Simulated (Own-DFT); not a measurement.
# From a pressure shift to a lattice shift: C40 NbSi2, 36 atoms (Nb12Si24)

Source: density functional calculations with Own-DFT, an unreviewed in-house program that is no longer used. Nothing was measured or relaxed, and spin and spin-orbit coupling are left out.

Known weak points: forces on such cells failed a check on a denser k mesh; stress not checked against mesh or cutoff.

Each geometry was run with PBE and with PBEsol, otherwise alike: PseudoDojo norm-conserving scalar-relativistic files made for PBE; cutoff 42 hartree; 4 x 4 x 5 k mesh centred on Gamma; cold (Marzari-Vanderbilt) smearing of 0.2 eV. Unstrained cell vectors in Å: (0.000, 8.324, 0.000); (-9.613, 0.000, 0.000); (0.000, 0.000, 6.586). Each has a uniform strain, of which the change of volume is shown, and random moves of rms u per axis.

| run | volume change (%) | u (Å) | P with PBE (GPa) | P with PBEsol (GPa) |
|---|---|---|---|---|
| 1 | -1.51 | 0.0497 | 5.90 | 2.19 |
| 2 | -0.25 | 0.0459 | 2.71 | -0.95 |
| 3 | 0.60 | 0.0484 | 1.90 | -1.73 |
| 4 | 2.65 | 0.0560 | -1.19 | -4.74 |
| 5 | 3.36 | 0.0456 | -3.22 | -6.73 |
| 6 | 0.07 | 0.0452 | 2.80 | -0.86 |
| 7 | 1.37 | 0.0508 | 0.23 | -3.36 |
| 8 | 1.02 | 0.0520 | 1.26 | -2.35 |
| 9 | -2.76 | 0.0504 | 8.20 | 4.41 |
| 10 | 0.34 | 0.0442 | 2.54 | -1.11 |
| 11 | 0.79 | 0.0463 | 1.31 | ? |

Asked: by how much does PBEsol shrink this cell, and what belongs in the blank?

## Working it out

Write v for the change of volume as a fraction. Fitted to v and u², the PBE pressure has a slope of -182 ± 6 GPa in v, with the ions held to the strained lattice. The difference PBEsol less PBE is -3.66 + 4.4 v GPa (slope ± 0.2) and averages -3.64 GPa. Divided by the mean slope of the two, 179 GPa, that makes PBEsol's volume at a given pressure, near 0 GPa, about 2.0 % smaller, or 0.68 % in lengths. At one volume PBEsol's slope is the smaller by 4 GPa, but its pressure there is lower too. If stiffness rises by about 4 GPa for each GPa, PBEsol at equal pressure is stiffer by about 10 GPa. Files made for PBEsol would give a different shift.

For run 11 the line gives -2.32 GPa. Computed: -2.31 GPa.
